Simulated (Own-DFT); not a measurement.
# Computed records: Si₃N₄ (beta silicon nitride, atoms displaced)

A calculation, not a measurement: plane-wave PBE density functional theory by an unreviewed code, no spin, of a simulated periodic cell, stress positive in tension, free energy of the whole cell less one offset for each atom, forces on such cells passed a denser k mesh, this cell's mesh not checked; offsets are fitted by least squares, one for each functional and potential file, so energies compare only between cells with the same atoms and settings and are not formation energies; the far tail of each file's local potential was reset to the Coulomb form; each entry is a single point on an unrelaxed cell, so the pressure reflects the starting lattice, mostly measured values (interpolated for alloys), from which strain is counted, and rises with the displacements; printed positions are rounded, which can move forces by about a meV/angstrom; the program, named Own-DFT, is a retired in-house code; no spin-orbit coupling; before rounding, a Quantum ESPRESSO 7.3.1 run of the same cell and cutoff gave forces within 1 meV/angstrom rms on each cell, which checks the program and not the settings. Program: Own-DFT development build.

## Si₃N₄ (beta silicon nitride, atoms displaced)

```
CELL_PARAMETERS angstrom
7.60600 0.00000 0.00000
-3.80300 6.58700 0.00000
0.00000 0.00000 8.72700
ATOMIC_POSITIONS crystal
Si 0.17555 0.75749 0.08012
Si 0.22267 0.39443 0.07929
Si 0.58876 0.81116 0.09555
Si 0.82065 0.22687 0.25029
Si 0.77366 0.60017 0.26452
Si 0.40805 0.17999 0.23865
N 0.33094 0.01708 0.08060
N 0.96356 0.29130 0.08312
N 0.68865 0.65620 0.08759
N 0.66519 0.97137 0.25502
N 0.01985 0.69792 0.26025
N 0.30921 0.33293 0.25217
N 0.33472 0.66024 0.08799
N 0.66427 0.33182 0.23779
Si 0.18528 0.77061 0.41919
Si 0.24233 0.40458 0.41694
Si 0.59742 0.83269 0.41908
Si 0.82826 0.24179 0.57707
Si 0.76480 0.59028 0.58026
Si 0.41369 0.18131 0.58918
N 0.33822 0.03300 0.41482
N 0.96819 0.29956 0.41501
N 0.69334 0.66177 0.40853
N 0.65004 0.96387 0.58701
N 0.03561 0.70083 0.59530
N 0.30364 0.33115 0.58814
N 0.34189 0.67213 0.41183
N 0.65053 0.32953 0.58170
Si 0.17163 0.77389 0.74299
Si 0.23211 0.39479 0.74045
Si 0.57952 0.82394 0.75250
Si 0.82488 0.23223 0.92461
Si 0.76883 0.59657 0.91036
Si 0.40509 0.17817 0.91852
N 0.32318 0.03232 0.75343
N 0.96715 0.28971 0.74022
N 0.69088 0.67383 0.74532
N 0.67171 0.95379 0.92681
N 0.02948 0.71060 0.91506
N 0.30303 0.33001 0.91007
N 0.33412 0.66993 0.74987
N 0.65884 0.32894 0.91655
```

| Item | Value |
| --- | --- |
| functional | PBE |
| potential files | PseudoDojo norm-conserving, scalar-relativistic, standard set |
| wave cutoff | 42 hartree |
| occupations | Fermi-Dirac |
| smearing width | 0.1 eV |
| k mesh | 3 x 3 x 3 centred on Gamma |
| free energy of cell above offsets | -3.856 eV |
| pressure | 7.62 GPa |
| stress xx | -10.98 GPa |
| stress yy | -4.88 GPa |
| stress zz | -7.01 GPa |
| stress yz | -2.17 GPa |
| stress xz | -0.15 GPa |
| stress xy | -2.19 GPa |

Force:
```
element  x (eV/Å)  y (eV/Å)  z (eV/Å)
     Si    -1.723     0.295      1.13
     Si     1.213     1.269     0.511
     Si     0.676     1.476    -1.603
     Si    -0.773     0.817    -0.057
     Si      0.18    -3.192    -6.871
     Si     1.441    -2.571     1.947
      N    -0.576     1.867      0.08
      N     1.335     0.865     1.157
      N      1.43    -0.109     0.247
      N     0.604    -0.693    -0.508
      N     4.014     1.404    -1.073
      N    -1.869     0.098    -1.525
      N    -1.573     -1.71    -0.159
      N     1.049     0.815     1.057
     Si    -1.548     0.581    -0.066
     Si    -1.655     0.972     0.032
     Si     0.108    -0.576     0.583
     Si    -1.179    -2.442     1.284
     Si    -0.523     1.434     1.115
     Si    -2.991    -4.581    -1.404
      N    -0.572     0.549     0.425
      N     1.319     0.622    -0.514
      N    -2.367     1.786     5.505
      N     0.905       2.5    -0.766
      N    -3.222    -1.978    -5.933
      N     1.023    -0.561    -3.661
      N    -0.175     -2.33     0.307
      N     5.471     3.336    -0.204
     Si     2.864     0.604     5.152
     Si    -3.089     2.831      3.54
     Si     2.123     1.313     1.031
     Si    -0.956    -2.573    -3.462
     Si    -1.324     0.069     1.467
     Si     0.491    -2.354    -0.131
      N     0.423     0.575    -0.699
      N    -0.143     0.452     2.235
      N      1.91    -1.252    -0.277
      N    -0.599     2.316    -0.649
      N     0.517    -0.779    -0.063
      N    -1.475     0.316     1.267
      N    -2.571    -2.717     -0.07
      N     1.807     1.252    -0.377
```
